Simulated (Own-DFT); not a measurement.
# Computed records: GaP (zincblende, strained, atoms displaced)

A calculation, not a measurement: plane-wave PBE density functional theory by an unreviewed code, no spin, of a simulated periodic cell, stress positive in tension, free energy of the whole cell less one offset for each atom, forces on such cells passed a denser k mesh, this cell's mesh not checked; offsets are fitted by least squares, one for each functional and potential file, so energies compare only between cells with the same atoms and settings and are not formation energies; the far tail of each file's local potential was reset to the Coulomb form; each entry is a single point on an unrelaxed cell, so the pressure reflects the starting lattice, mostly measured values (interpolated for alloys), from which strain is counted, and rises with the displacements; printed positions are rounded, which can move forces by about a meV/angstrom; the program, named Own-DFT, is a retired in-house code; no spin-orbit coupling. Program: Own-DFT development build.

```cif
# cell vector a (Å): 10.8620 0.0000 0.0000
# cell vector b (Å): 0.0000 10.8620 0.0000
# cell vector c (Å): 0.0000 0.0000 10.9439
data_GaP
_symmetry_space_group_name_H-M 'P 1'
_symmetry_Int_Tables_number 1
_cell_length_a 10.8620
_cell_length_b 10.8620
_cell_length_c 10.9439
_cell_angle_alpha 90.000
_cell_angle_beta 90.000
_cell_angle_gamma 90.000
_cell_volume 1291.19
loop_
_atom_site_label
_atom_site_type_symbol
_atom_site_fract_x
_atom_site_fract_y
_atom_site_fract_z
_atom_site_occupancy
Ga1 Ga 0.99702 0.00168 0.99948 1
Ga2 Ga 0.00154 0.24409 0.24485 1
Ga3 Ga 0.24500 0.00141 0.24973 1
Ga4 Ga 0.25096 0.25152 0.99547 1
P1 P 0.12626 0.12813 0.12591 1
P2 P 0.12621 0.37709 0.37392 1
P3 P 0.37749 0.12627 0.37542 1
P4 P 0.37462 0.37529 0.12838 1
Ga5 Ga 0.00446 0.00180 0.50013 1
Ga6 Ga 0.00160 0.25392 0.75201 1
Ga7 Ga 0.24922 0.00159 0.74802 1
Ga8 Ga 0.24913 0.25341 0.50067 1
P5 P 0.12312 0.13001 0.62735 1
P6 P 0.12729 0.37406 0.87927 1
P7 P 0.36973 0.12695 0.87626 1
P8 P 0.37821 0.37685 0.62464 1
Ga9 Ga 0.99867 0.50198 0.00019 1
Ga10 Ga 0.00161 0.74836 0.25307 1
Ga11 Ga 0.24465 0.49727 0.24676 1
Ga12 Ga 0.24426 0.74725 0.99919 1
P9 P 0.11855 0.62478 0.12476 1
P10 P 0.12802 0.87790 0.37225 1
P11 P 0.37677 0.62212 0.37740 1
P12 P 0.37739 0.87705 0.12348 1
Ga13 Ga 0.00313 0.49760 0.50398 1
Ga14 Ga 0.00192 0.75069 0.75060 1
Ga15 Ga 0.24942 0.49653 0.75097 1
Ga16 Ga 0.24993 0.74806 0.49719 1
P13 P 0.13276 0.62613 0.62642 1
P14 P 0.12568 0.87149 0.87148 1
P15 P 0.37622 0.62221 0.87207 1
P16 P 0.37697 0.87241 0.62150 1
Ga17 Ga 0.49514 0.99872 0.00078 1
Ga18 Ga 0.49887 0.25260 0.25757 1
Ga19 Ga 0.74944 0.99742 0.25000 1
Ga20 Ga 0.74839 0.25097 0.00493 1
P17 P 0.62543 0.12535 0.12295 1
P18 P 0.62573 0.37639 0.37535 1
P19 P 0.87326 0.12854 0.37454 1
P20 P 0.87590 0.36670 0.11975 1
Ga21 Ga 0.50226 0.99918 0.50114 1
Ga22 Ga 0.50357 0.24878 0.75025 1
Ga23 Ga 0.75105 0.99746 0.75398 1
Ga24 Ga 0.75250 0.25155 0.49809 1
P21 P 0.62643 0.12106 0.63158 1
P22 P 0.62340 0.37861 0.87529 1
P23 P 0.87635 0.12077 0.87214 1
P24 P 0.87743 0.37146 0.62240 1
Ga25 Ga 0.49685 0.50366 0.00143 1
Ga26 Ga 0.49966 0.75449 0.25282 1
Ga27 Ga 0.75296 0.49650 0.25096 1
Ga28 Ga 0.74906 0.74956 0.00012 1
P25 P 0.62325 0.62421 0.12943 1
P26 P 0.62895 0.87301 0.37761 1
P27 P 0.87583 0.62808 0.37435 1
P28 P 0.87275 0.87451 0.12652 1
Ga29 Ga 0.49771 0.49669 0.50251 1
Ga30 Ga 0.49826 0.74883 0.75476 1
Ga31 Ga 0.74342 0.49934 0.75246 1
Ga32 Ga 0.74985 0.74257 0.49906 1
P29 P 0.62136 0.62639 0.62215 1
P30 P 0.62502 0.87115 0.87107 1
P31 P 0.87683 0.61908 0.87885 1
P32 P 0.87660 0.87831 0.61999 1
_calc_functional 'PBE'
_calc_potential_files 'PseudoDojo norm-conserving, scalar-relativistic, standard set'
_calc_wave_cutoff 42  # hartree
_calc_occupations 'Fermi-Dirac'
_calc_smearing_width 0.1  # eV
_calc_hardware 'one NVIDIA H100'
_calc_k_mesh '3 x 3 x 3 centred on Gamma'
_calc_free_energy_of_cell_above_offsets '-34.996'  # eV
_calc_pressure 3.15  # GPa
_calc_stress_xx -3.34  # GPa
_calc_stress_yy -3.32  # GPa
_calc_stress_zz -2.77  # GPa
_calc_stress_yz 0.39  # GPa
_calc_stress_xz 0.13  # GPa
_calc_stress_xy -0.31  # GPa
_calc_wall_time 517.4  # s
```

Force:
```
element  x (eV/Å)  y (eV/Å)  z (eV/Å)
     Ga     0.454    -0.422     0.175
     Ga    -0.267     0.693     0.784
     Ga      0.99     0.218    -0.265
     Ga     0.147     0.002     1.026
      P     0.159    -0.539    -0.821
      P     -0.54     -0.51    -0.065
      P    -0.535    -0.358     0.328
      P     0.009    -0.136    -0.462
     Ga    -0.309     0.297    -0.237
     Ga    -0.276     -0.27      0.13
     Ga     0.148    -0.278    -0.198
     Ga      0.28    -0.185    -0.059
      P     0.362    -0.236    -0.258
      P    -0.468     0.507    -0.387
      P     0.739     -0.36     -0.45
      P    -0.419    -0.668     0.442
     Ga     0.083    -0.762     0.202
     Ga     -0.26     0.588     -0.26
     Ga     0.518     0.566     0.217
     Ga     0.681      0.09     0.016
      P     0.549    -0.022     0.156
      P    -0.351    -0.463     0.454
      P    -0.374     0.105    -0.691
      P    -0.949    -0.537     0.362
     Ga    -0.014      0.54    -0.267
     Ga    -0.501    -0.339     -0.39
     Ga      0.28     0.047    -0.077
     Ga     0.327     0.204    -0.051
      P    -0.857    -0.207     0.012
      P    -0.075     0.748     0.519
      P    -0.621     0.168     0.542
      P    -0.297     0.232     0.444
     Ga     0.656     0.369    -0.517
     Ga     0.305    -0.232    -0.824
     Ga    -0.037     0.395     0.078
     Ga    -0.166    -0.475    -1.203
      P    -0.557    -0.157     0.545
      P     0.084     0.013     0.358
      P     0.384    -0.678     -0.19
      P     0.367     1.051     0.768
     Ga     0.076      0.06    -0.029
     Ga    -0.385     0.097     0.179
     Ga     0.161    -0.228    -0.495
     Ga    -0.532    -0.327     0.386
      P     0.215      0.39    -0.749
      P     -0.17    -0.588      0.55
      P    -0.242     0.907       0.4
      P    -0.424     0.627     0.659
     Ga     0.217    -0.259     0.251
     Ga     -0.02    -0.358     0.057
     Ga     0.126     0.131    -0.366
     Ga    -0.032    -0.299     0.168
      P     0.221     0.122    -0.212
      P    -0.265     0.223    -0.051
      P     0.297     -0.98     0.221
      P     0.447    -0.119    -0.154
     Ga     0.425     0.386    -0.381
     Ga    -0.003     0.062    -0.821
     Ga     0.721     0.205    -0.656
     Ga     0.168     0.722     0.281
      P      0.14    -0.296     0.557
      P    -0.105     0.379     0.757
      P    -0.517     0.814    -0.852
      P    -0.165    -0.672     0.415
```
